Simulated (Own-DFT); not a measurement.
# Around an empty site: 2H SiC, 71 atoms (C36Si35), with one Si vacancy

These are calculations, not measurements. They come from Own-DFT, an in-house plane-wave density functional program, since retired, whose code no person has reviewed. Each row is one single-point run on a periodic cell that was not relaxed, without spin or spin-orbit coupling.

Settings of every run: PBE; PseudoDojo norm-conserving scalar-relativistic files; cutoff 42 hartree; 4 x 4 x 3 k mesh centred on Gamma; Fermi-Dirac smearing of 0.1 eV.

Known limits: a neutral cation vacancy leaves holes that likely carry spin, which these runs leave out; not probed for a lower state with spin; forces on such cells moved up to 12 meV/angstrom on a denser k mesh; stress not checked against mesh or cutoff.

Cell vectors in Å: (9.248, 0.000, 0.000); (-4.624, 8.009, 0.000); (0.000, 0.000, 10.068). Every atom was also moved at random, by a Gaussian of width 0.05 Å on each axis. The defect's site can differ from row to row. The empty site has 4 nearest neighbours, all C. For each, d is its distance from the empty site and R the part of its force along the line away from it, positive outwards. The last column is the rms force component on atoms over 4.5 Å away.

| run | d1 (Å) | d2 (Å) | d3 (Å) | d4 (Å) | R1 (eV/Å) | R2 (eV/Å) | R3 (eV/Å) | R4 (eV/Å) | far F (eV/Å) |
|---|---|---|---|---|---|---|---|---|---|
| 1 | 1.895 | 1.903 | 1.908 | 1.936 | 1.50 | 0.06 | 1.48 | 1.28 | 1.29 |
| 2 | 1.762 | 1.873 | 1.894 | 1.927 | 2.12 | 1.84 | 1.31 | 1.14 | 1.47 |
| 3 | 1.839 | 1.859 | 1.934 | 1.948 | 2.12 | 1.24 | 1.14 | 0.83 | 1.34 |
| 4 | 1.843 | 1.886 | 1.905 | 1.937 | 1.28 | 1.17 | 1.75 | 1.02 | 1.43 |
| 5 | 1.785 | 1.801 | 1.826 | 1.882 | 2.87 | 2.26 | 1.88 | 1.84 | 1.47 |
| 6 | 1.854 | 1.912 | 1.919 | 1.949 | 1.02 | 1.73 | 1.83 | 0.28 | 1.40 |
| 7 | 1.746 | 1.852 | 1.891 | 1.969 | 2.83 | 1.58 | 1.32 | 0.65 | 1.50 |
| 8 | 1.881 | 1.946 | 1.959 | 1.970 | 1.54 | 0.79 | 0.91 | 1.21 | 1.57 |
| 9 | 1.855 | 1.894 | 1.927 | 1.930 | ? | ? | ? | ? | ? |

## Worked fit

A straight line through the 32 neighbours shown gives R = 1.43 - 8.1 (d - 1.887) eV/Å, with a scatter of 0.41 left by the moves of the other atoms. The slope, with an error of 1.3, is the pull back towards the neighbour's own site. The constant, 1.43 ± 0.07 eV/Å, is the force at the mean distance: with one bond gone, the neighbours are pushed outwards, away from the empty site. It shows how a relaxation would start, not where it would end, and it depends somewhat on the width of the random moves.

## Withheld run

Question: what mean R should the neighbours of run 9 feel? Their mean d is 1.902 Å.

The line gives 1.31 ± 0.13 eV/Å, by the scatter of the means of the runs shown. The calculation gave R = 2.41, 0.72, 1.54, 1.49, a mean of 1.54 eV/Å.
